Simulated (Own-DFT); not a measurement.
## Calculated data, GaP (zincblende, atoms displaced)

A calculation, not a measurement: plane-wave PBE density functional theory by an unreviewed code, no spin, of a simulated periodic cell, stress positive in tension, free energy of the whole cell less one offset for each atom, some atoms lie very close together; forces on such cells passed a denser k mesh, this cell's mesh not checked; offsets are fitted by least squares, one for each functional and potential file, so energies compare only between cells with the same atoms and settings and are not formation energies; the far tail of each file's local potential was reset to the Coulomb form; each entry is a single point on an unrelaxed cell, so the pressure reflects the starting lattice, mostly measured values (interpolated for alloys), from which strain is counted, and rises with the displacements; printed positions are rounded, which can move forces by about a meV/angstrom; the program, named Own-DFT, is a retired in-house code; no spin-orbit coupling; before rounding, a Quantum ESPRESSO 7.3.1 run of the same cell and cutoff gave forces within 1 meV/angstrom rms on each cell, which checks the program and not the settings. Program: Own-DFT development build.

Common to all runs: functional PBE; potential files PseudoDojo norm-conserving, scalar-relativistic, standard set; wave cutoff 42 hartree; occupations Fermi-Dirac; smearing width 0.1 eV; k mesh 2 x 3 x 3 centred on Gamma.

(1) 
```xyz
96
Lattice="16.3515 0.0000 0.0000 0.0000 10.9010 0.0000 0.0000 0.0000 10.9010" Properties=species:S:1:pos:R:3:force_x:R:1:force_y:R:1:force_z:R:1 formula=GaP free_energy_of_cell_above_offsets=-15.298 pressure=8.27 stress_xx=-8.31 stress_yy=-7.96 stress_zz=-8.54 stress_yz=1.35 stress_xz=0.53 stress_xy=1.93
Ga    16.1570     0.2796    10.8816      3.795     -0.089     -0.365
Ga    16.1025     2.7790     2.8486      2.765      0.142      0.639
Ga     2.9355    10.7217     2.5111     -2.588      0.021      0.989
Ga     2.8671     2.5341     0.2758     -1.741      2.664     -0.037
P      1.2327     1.4283     1.4066      0.994     -0.381      0.521
P      1.3588     4.1250     4.3516     -0.152      0.037     -2.814
P      3.9137     1.1824     4.1003      2.043      0.111     -1.904
P      4.2262     4.2676     1.4761     -2.332     -1.142     -0.308
Ga    16.3371     0.1004     5.6060      3.989     -0.882      1.054
Ga    16.2011     2.5339     8.1384      3.223      2.297     -1.525
Ga     2.9823    10.7079     8.3169     -0.708      3.214     -0.057
Ga     2.8031     2.6554     5.1999     -0.479      1.342       1.84
P      1.5792     1.6004     6.7682     -1.336     -2.728      1.568
P      1.5148     4.1748     9.3165     -2.709     -2.529      3.051
P      4.1549     1.4971     9.7754      0.257     -1.386      -2.62
P      3.9891     4.1003     6.8183      1.709     -1.589     -0.936
Ga    16.1111     5.5567    10.7555      3.736     -3.122      2.259
Ga    16.2993     8.1331     2.6556      1.376     -0.432     -1.062
Ga     2.8930     5.4665     2.8764     -2.136     -0.473     -0.132
Ga     2.4795     8.1453    10.8192      1.377      -0.66      0.448
P      1.4487     6.5104     1.2272     -1.108      1.376      0.564
P      1.3073     9.2325     4.1132      0.944      2.123      0.475
P      3.8776     6.8107     4.3390       2.54      0.504     -0.901
P      4.2292     9.3308     1.3143     -0.781     -1.189      0.123
Ga    16.1613     5.5049     5.3174      6.352     -6.653      8.448
Ga     0.1188     8.4905     8.2061      -4.71      -4.74     -4.601
Ga     2.8000     5.4185     8.1441      1.323      1.267      0.765
Ga     2.8096     8.2669     5.6820     -2.619     -1.304     -0.533
P      1.4888     6.6340     6.9259     -2.484      2.722     -1.668
P      1.4163     9.4703     9.2875      2.737      3.974      5.268
P      4.1567     6.9609     9.4232     -1.238     -1.669      1.107
P      4.1326     9.5831     6.8204      1.268     -0.434      0.758
Ga     5.2653     0.0037     0.1141      1.757     -0.225     -0.442
Ga     5.3835     2.8434     2.6253      1.423     -1.203      2.647
Ga     8.0896    10.8105     2.7806      0.778      0.505     -0.284
Ga     8.1376     2.7526    10.7838      1.288     -1.931      4.352
P      6.6453     1.3202     1.4938      1.376     -0.306     -0.943
P      7.0199     4.1150     4.1236      -1.88     -1.064       0.75
P      9.5803     1.4367     4.0369     -3.111     -4.089      3.304
P      9.4922     3.9196     1.7295      10.02     -7.791     -8.105
Ga     5.3218    10.7853     5.3820      1.855      1.103      0.078
Ga     5.4539     2.8670     8.2480     -0.247     -0.866     -0.594
Ga     8.2882    10.8001     8.0949     -2.678      0.442      1.527
Ga     8.0480     2.4536     5.6294      2.921      3.527     -4.133
P      6.9345     1.3836     6.9089     -4.409     -3.181      2.338
P      6.8366     3.9356     9.7275     -2.394      3.431     -2.249
P      9.2600     1.2722     9.6112      2.633     -0.904     -0.117
P      9.3872     3.8955     6.9712      1.884     -0.026     -4.112
Ga     5.2988     5.4049    10.8720      1.908      2.076     -1.101
Ga     5.5834     8.0806     2.9746     -0.793     -1.475     -1.043
Ga     8.2724     5.0207     2.4309     -9.536      9.869      5.928
Ga     8.1404     8.5587     0.1224     -1.279     -3.016     -1.259
P      6.9474     6.6941     1.3581     -0.708      0.567      -0.11
P      6.9234     9.3889     4.2526     -1.031      2.172     -0.525
P      9.1997     6.9223     3.9729      6.209     -4.781     -4.803
P      9.6961     9.4285     1.3378      0.449      1.636      1.218
Ga     5.3959     5.3568     5.4449       0.55      0.242     -0.218
Ga     5.5075     8.1152     8.0774     -0.571      1.181      0.666
Ga     8.1984     5.1304     8.1147     -2.841      3.071      1.923
Ga     8.2280     7.9388     5.2983     -2.775      3.245      6.148
P      6.6630     6.9072     6.7412      2.347     -2.632     -0.754
P      6.6497     9.4671     9.5235      1.074      1.711      0.076
P      9.4885     6.5418     9.4743     -0.331      2.599     -0.022
P      9.4937     9.5312     6.8677      1.082     -2.333     -1.161
Ga    10.9118    10.7175    10.7021      -0.29      1.661       1.46
Ga    10.8945     2.5943     3.0121      3.492      2.159     -2.985
Ga    13.6111     0.0988     2.8743      1.481      0.086     -0.675
Ga    13.5682     2.7945    10.8131      0.748      1.943     -0.738
P     12.5749     1.3708     1.2326     -3.104     -1.157       1.29
P     12.1980     4.1311     4.2848     -3.052      3.817     -4.797
P     15.3969     1.0858     4.0479     -3.881      2.003     -1.764
P     14.9868     4.0633     1.4850     -0.858      0.839     -2.014
Ga    10.8801    10.7893     5.5922     -0.782      1.702     -0.355
Ga    10.6073     2.6229     8.2219      2.074     -0.426      1.191
Ga    13.4325     0.1438     8.2848      0.584     -0.572     -0.846
Ga    13.3380     2.9736     5.3808      4.939     -4.292      4.089
P     12.2087     1.4122     6.7938     -0.802      0.509      0.752
P     12.1149     4.4577     9.5959      2.618     -4.639     -2.777
P     15.0193     1.3577     9.4684     -3.028      0.723      0.073
P     14.9873     3.9852     6.7958     -1.264      0.929     -0.349
Ga    10.9182     5.5108    10.8728      -1.89      1.613      3.864
Ga    11.1943     8.0739     2.5416     -2.708      2.146      3.289
Ga    13.9150     5.5479     2.8841     -2.293     -0.998     -1.205
Ga    13.5789     8.3828    10.7041      5.318     -2.907      3.715
P     12.5593     7.0300     1.3645      1.168      -3.03     -1.019
P     12.2799     9.7729     4.2283      0.588     -3.182     -1.143
P     15.2793     6.6504     4.1719     -5.812      8.397     -5.428
P     15.2694     9.7881     1.2501     -3.471     -3.535      1.967
Ga    10.9738     5.6545     5.5573     -3.975     -2.087     -1.966
Ga    10.9187     8.2223     8.2606     -1.551     -2.055      -1.22
Ga    13.5679     5.5896     8.0993     -0.639      -2.18     -1.369
Ga    13.6412     7.9888     5.6609      4.917      5.396     -4.313
P     12.3489     6.8530     6.5735     -2.955      -1.38      5.827
P     12.3109     9.3551     9.5223     -2.424      3.886      -3.13
P     14.8819     6.5740     9.4677     -0.658      5.419     -0.859
P     14.8724     9.8469     6.7309     -0.772     -2.732      2.036
```

Units: free_energy_of_cell_above_offsets in eV; pressure, stress_xx, stress_yy, stress_zz, stress_yz, stress_xz, stress_xy in GPa; force_x, force_y, force_z in eV/Å.

(2) 
```xyz
96
Lattice="16.3515 0.0000 0.0000 0.0000 10.9010 0.0000 0.0000 0.0000 10.9010" Properties=species:S:1:pos:R:3:force_x:R:1:force_y:R:1:force_z:R:1 formula=GaP free_energy_of_cell_above_offsets=-10.407 pressure=8.94 stress_xx=-8.89 stress_yy=-9.81 stress_zz=-8.12 stress_yz=-0.44 stress_xz=0.89 stress_xy=-0.5
Ga     0.0440     0.1065    10.7199      4.389     -2.786      2.338
Ga     0.0069     2.5940     2.9277      0.729      1.787     -1.313
Ga     2.5500     0.0956     2.7513      0.976     -0.749      -1.65
Ga     2.5648     2.6217    10.5922      2.487      3.271     -3.516
P      1.6961     1.6072     1.1555     -4.791     -4.675      5.051
P      1.4074     4.4184     3.9772     -0.436     -2.678      0.511
P      3.9619     1.4226     3.8648      0.713     -0.038      3.264
P      4.0069     3.8517     1.1193      0.616       2.54       0.74
Ga     0.0501     0.1766     5.4252     -0.811     -0.793      1.512
Ga     0.0078     2.8226     8.1789     -1.832     -1.441     -0.989
Ga     2.9254    10.8897     7.8717     -3.419      2.782      2.912
Ga     2.4612     2.7852     5.5843      6.636      7.621     -7.459
P      1.4814     1.5981     6.6037     -5.996     -7.921      7.189
P      0.9616     4.0625     9.6962      3.225      0.503      -1.62
P      4.1666     1.5075     9.3634      -2.24     -3.619      1.799
P      3.8099     4.1647     6.9430       3.06     -1.774     -1.518
Ga    16.2163     5.3681     0.1402      -1.37      0.833     -2.269
Ga     0.0897     8.0474     2.6815     -1.578      0.116      0.543
Ga     2.8130     5.6628     2.6717      0.212     -0.566     -1.029
Ga     2.5913     7.9837    10.8915      1.902       2.42     -1.481
P      1.1593     6.7677     1.0463      1.576      0.843       3.65
P      1.1857     9.6881     4.0782      1.192      -1.37     -0.485
P      4.1192     6.9767     4.2434     -0.292     -0.603     -1.045
P      4.2860     9.5789     1.3669     -3.877      1.849     -1.923
Ga     0.0210     5.4784     5.4583      0.097     -2.525      1.012
Ga    16.2502     7.9434     8.0734       0.67     -0.714     -0.274
Ga     2.7213     5.5423     8.2182     -0.998     -0.238      1.989
Ga     2.8041     8.3377     5.5975     -1.192     -0.276     -0.461
P      1.4671     6.6169     6.6979     -0.348      2.545      1.079
P      1.1404     9.4082     9.3102      2.238      1.037       0.63
P      4.1147     6.5153     9.7859     -0.886      2.337      -1.89
P      4.2294     9.6137     6.9293      0.639      -2.12     -2.666
Ga     5.6253    10.8577    10.7961     -3.076      1.774      1.393
Ga     5.3201     2.7760     2.6680      0.855     -0.362     -0.654
Ga     8.3041     0.1717     2.7557     -1.757     -1.234     -0.955
Ga     7.9732     2.5389     0.2016       8.33      9.216     -7.016
P      6.9022     1.4041     1.1093     -7.845     -7.415      9.053
P      6.8149     4.0848     4.0587     -0.929     -0.241     -0.627
P      9.5913     1.2209     4.1691     -3.234      5.196     -1.179
P      9.6553     4.1975     1.2516     -1.796     -2.555      1.264
Ga     5.5061    10.8043     5.4737     -2.825     -0.014     -2.942
Ga     5.5146     2.7246     8.3620        0.8      1.356     -3.525
Ga     8.2231     0.3287     8.0915      2.593     -4.415      2.296
Ga     8.0223     2.7389     5.4377      1.071     -1.475      1.164
P      6.9005     0.8029     6.7156     -2.007      6.488     -1.662
P      6.7868     4.0961     9.5680      1.245     -1.446      0.474
P      9.3120     1.2581     9.6389      2.296      2.838      0.691
P      9.5108     4.1763     7.0435     -1.847      0.736     -5.429
Ga     5.6690     5.3912     0.0389     -1.953      -1.44      0.571
Ga     5.2235     8.2427     2.6661      2.145     -1.375      1.903
Ga     8.3275     5.3090     2.7575     -1.206      1.029     -0.974
Ga     7.9649     8.2683     0.0740      1.782     -0.259     -0.041
P      6.5742     6.8845     1.2910      2.098      0.189      2.382
P      6.7361     9.5624     4.0680       0.47     -0.555      -1.66
P      9.3879     6.7299     4.2134     -1.724      2.226     -1.418
P      9.6434     9.7163     1.4461     -1.316     -1.982     -0.422
Ga     5.4890     5.4441     5.4628     -2.548     -1.676     -0.968
Ga     5.3479     8.1826     8.1659      1.171      -1.74      2.247
Ga     8.0153     5.2127     8.1117     -0.382      2.789      1.365
Ga     7.7879     8.0717     5.4802      1.752      1.023      0.052
P      6.6760     6.6087     6.7799      0.695      1.739      2.436
P      6.8133     9.6771     9.5817       1.69     -2.334     -3.505
P      9.4460     6.6712     9.5406     -0.726      0.859      0.307
P      9.3744     9.5009     6.7818      0.454     -0.087     -0.114
Ga    10.8739     0.0741    10.8543      1.628     -0.328      0.241
Ga    10.7383     2.7176     2.8175      0.829      0.331     -0.562
Ga    13.9731    10.7852     2.7902     -2.243      0.369      0.233
Ga    13.6253     2.5340     0.1230     -1.249      2.208      0.684
P     12.2372     1.3710     1.6078      0.221     -0.555     -1.047
P     12.2291     4.0561     4.0196     -0.027      0.268        0.6
P     14.8181     1.4941     4.4417      13.36     -17.16     -13.37
P     14.9985     4.1768     1.3591     -2.121     -2.822      2.401
Ga    10.8067    10.8512     5.1545      1.223      -1.05       5.71
Ga    10.6360     2.9232     8.1558       3.82     -4.169      2.566
Ga    13.6083    10.6419     8.2313      0.988      2.073     -1.418
Ga    13.9246     2.6386     5.2332     -16.11      15.29      10.45
P     12.1706     1.4258     6.7551      0.113     -0.601      0.088
P     12.3357     4.1738     9.3353     -1.731     -3.406      2.214
P     14.9918     1.2648     9.9031     -2.692      2.278     -5.591
P     14.7459     3.8810     6.7216      2.628      3.075      2.828
Ga    10.9507     5.2882    10.7757       1.18      2.029     -0.629
Ga    10.6553     7.9316     2.6737      1.473      1.476      0.053
Ga    13.6426     5.5454     2.7209     -0.316     -0.643      0.286
Ga    13.8999     8.2428     0.2134     -7.162     -7.953     -5.237
P     12.3262     6.8720     1.3212     -0.748     -0.416     -0.003
P     12.1352     9.6725     4.0851      3.097     -3.565     -2.079
P     14.9545     6.5943     4.3533     -1.827       3.41     -2.285
P     14.8491     9.6261     0.9661      7.118       7.51      6.483
Ga    10.5632     5.3468     5.2739      3.662     -1.422      2.227
Ga    10.7930     8.1643     8.2456     -0.029     -0.065     -0.539
Ga    13.6707     5.5387     8.4503     -3.073     -2.478     -6.157
Ga    13.4078     8.2285     5.6768      -0.03       0.28     -2.554
P     12.2014     6.8407     6.8211     -1.392     -1.909      1.069
P     12.2928     9.5091     9.5240     -1.599      -1.11      1.718
P     14.7940     6.7616     9.4707      4.861      3.745      4.204
P     15.0234     9.2845     6.7398       0.57      2.856      0.284
```

Units: free_energy_of_cell_above_offsets in eV; pressure, stress_xx, stress_yy, stress_zz, stress_yz, stress_xz, stress_xy in GPa; force_x, force_y, force_z in eV/Å.

(3) 
```xyz
96
Lattice="16.3515 0.0000 0.0000 0.0000 10.9010 0.0000 0.0000 0.0000 10.9010" Properties=species:S:1:pos:R:3:force_x:R:1:force_y:R:1:force_z:R:1 formula=GaP free_energy_of_cell_above_offsets=-10.134 pressure=9.25 stress_xx=-8.24 stress_yy=-10.31 stress_zz=-9.2 stress_yz=1.94 stress_xz=-0.92 stress_xy=-0.66
Ga     0.0547    10.8249    10.8666      0.012     -0.432      0.816
Ga    16.2489     2.7268     2.7693      0.174      -0.47      0.159
Ga     2.6140     0.2045     2.6907      -0.95     -5.345      1.102
Ga     2.7571     2.7547    10.8090      1.507     -1.317      1.748
P      1.4716     1.2757     1.4426     -3.953      3.851     -3.861
P      1.4622     4.2498     4.2396     -0.374     -3.306     -0.224
P      4.0806     1.0828     3.7804      3.118      3.716      4.296
P      4.1272     4.2356     1.5435     -0.052     -1.339     -1.726
Ga     0.0835     0.1002     5.6195     -2.513     -1.939     -2.601
Ga    16.1470     2.6678     8.1686      1.761     -0.305      0.912
Ga     2.6622     0.0380     8.1707      0.516     -1.491      0.077
Ga     2.4585     2.5507     5.4950      2.705      1.414     -1.361
P      1.3146     1.3322     6.8840     -0.305      0.934      1.877
P      1.4697     4.0920     9.5775      -2.11     -0.722     -0.686
P      4.2209     0.9371     9.5523     -4.185      7.469     -4.983
P      4.3472     4.0512     6.8655      -7.08      7.877     -7.311
Ga     0.0070     5.3399     0.0569      -0.29      1.862      0.722
Ga     0.0274     8.2313     2.8877     -1.439      -1.99     -1.958
Ga     2.6312     5.4131     2.8335      1.389      1.043     -0.855
Ga     2.9102     8.1591    10.8118     -0.269      -0.28      0.985
P      1.4957     6.8390     1.5344     -1.287      0.289     -1.666
P      1.2498     9.5235     4.0671      1.946      2.247        2.2
P      3.9551     6.8459     4.0883      0.676      0.903      0.603
P      3.9456     9.6401     1.5106      1.462     -1.773     -0.894
Ga    16.1266     5.2536     5.0824      0.612      0.462      2.512
Ga     0.1053     8.1395     8.0292     -1.579      2.259      1.308
Ga     2.5689     5.6065     8.3234      0.128     -0.776     -1.665
Ga     2.8090     8.4541     5.7367     -9.025     -9.411     -7.942
P      1.3419     6.8672     6.8648      1.235     -1.409     -2.377
P      1.4431     9.4988     9.5318     -0.453      -0.22     -0.563
P      4.1860     6.5515     9.4575     -1.267      3.799     -1.029
P      3.9330     9.5401     6.6083      9.847      9.063      7.937
Ga     5.2186    10.7264    10.7737      3.913      -2.85      6.031
Ga     5.4397     2.7940     2.8857      0.699     -0.081     -1.389
Ga     7.9703     0.0407     2.7717      1.813       0.26     -0.726
Ga     7.8547     2.8611    10.8636      4.561       1.17     -0.883
P      7.0611     1.4525     1.1723     -4.249     -3.629      2.904
P      6.9608     4.3475     3.9576     -4.278     -5.095      4.314
P      9.5236     1.4178     3.8823     -1.458     -1.613      3.435
P      9.4041     4.1937     1.4463      2.767     -2.419     -4.331
Ga     5.4022     0.4946     5.6306     -1.048     -2.829     -1.577
Ga     5.1498     2.8122     7.9439      6.044     -8.323      7.768
Ga     8.1460     0.0068     8.1169     -0.677     -2.005       -0.4
Ga     8.1372     2.8798     5.4973     -1.625     -2.652     -3.212
P      6.8614     1.4795     6.9138      -0.12      1.033      0.092
P      6.8782     4.0591     9.4299     -2.638      1.141     -1.142
P      9.5048     1.2901     9.2525      0.195      1.305      2.606
P      9.2856     4.1024     6.6898       4.32      1.894      1.631
Ga     5.3805     5.4037    10.7042      2.552     -1.656      3.584
Ga     5.6628     7.9828     2.6072     -5.663      5.833       4.63
Ga     8.2491     5.2297     2.7766      1.713        5.4     -1.722
Ga     8.3457     8.2956     0.0472     -1.086     -1.469     -0.228
P      6.7621     6.7457     1.6510      4.903     -4.748     -6.478
P      6.8756     9.5356     4.1010     -4.118      2.439     -2.684
P      9.5982     6.7937     3.7777     -1.755     -1.343       3.03
P      9.6665     9.4719     1.4845     -3.655      4.908     -3.186
Ga     5.4727     5.4787     5.1887     -0.328      1.055      1.391
Ga     5.4948     8.0836     8.1730     -0.319     -0.296     -1.352
Ga     8.1929     5.4104     8.1779       0.34       1.53     -0.283
Ga     7.8096     8.3828     5.4584      4.993     -0.084      0.236
P      7.0334     6.9006     6.6353     -2.994     -3.222      2.823
P      6.6027     9.3854     9.6737      2.429      0.174     -0.947
P      9.7579     6.8691     9.2982     -8.183     -9.167      7.663
P      9.4463     9.6452     6.5423      0.641      -0.38      1.605
Ga    10.7552     0.0009    10.8735      0.258      1.648      0.888
Ga    10.7221     2.5991     2.6203      1.659      1.432      -1.69
Ga    13.9820     0.0073     2.6492     -4.146     -4.664     -4.701
Ga    13.5966     2.9396     0.1655      0.719     -0.277     -0.971
P     12.3786     1.5265     1.3295     -1.427     -2.352      0.413
P     12.2863     3.8878     3.9845     -3.124     -0.061      0.351
P     14.7294     1.1959     4.0012      4.379      5.168      5.428
P     14.7838     4.2932     1.6419      3.873     -2.075     -2.777
Ga    11.2331     0.0001     5.5026     -3.473     -2.609     -3.316
Ga    10.8259     2.7458     8.0634      0.456     -0.407     -0.968
Ga    13.7176    10.8131     8.1729     -2.494      1.492      1.825
Ga    13.4279     2.9747     5.5306       3.23     -0.118      0.349
P     12.4808     1.3108     6.4648      0.527        1.4      5.044
P     12.1564     4.0503     9.5919      0.315     -1.434     -0.746
P     14.9920     1.3368     9.6071     -0.789      0.314      0.565
P     15.1874     4.2145     6.9275     -1.739     -0.296     -1.494
Ga    10.8753     5.4213    10.7866     -0.016       1.39      2.031
Ga    10.6522     8.1362     2.5597      5.726      -2.49      1.589
Ga    13.3047     5.2708     2.7675      0.861      2.775      1.535
Ga    13.7538     8.1317    10.7238     -4.283      0.781      0.427
P     12.6715     6.7709     1.3878     -3.651      1.347     -1.753
P     12.1967     9.4112     3.8882      1.075      0.271      0.966
P     14.9721     6.7758     4.1969     -2.329      1.694      -1.01
P     14.9383     9.2498     1.1813      2.341      3.217       2.43
Ga    10.8834     5.3805     5.1461     -0.252      0.949      1.423
Ga    10.6510     8.1569     8.3930      4.916      8.697     -8.361
Ga    13.5685     5.1579     8.2422      0.028      3.195     -0.148
Ga    13.5214     8.0904     5.7655     -0.381     -0.064     -2.472
P     12.1281     6.9639     7.0975      0.336     -2.696     -1.177
P     11.8427     9.5553     9.5152      4.295      0.576       0.24
P     15.0117     7.1122     9.4559      1.913      -4.69      -1.89
P     14.7901     9.6166     6.7950      3.554     -1.058     -0.783
```

Units: free_energy_of_cell_above_offsets in eV; pressure, stress_xx, stress_yy, stress_zz, stress_yz, stress_xz, stress_xy in GPa; force_x, force_y, force_z in eV/Å.
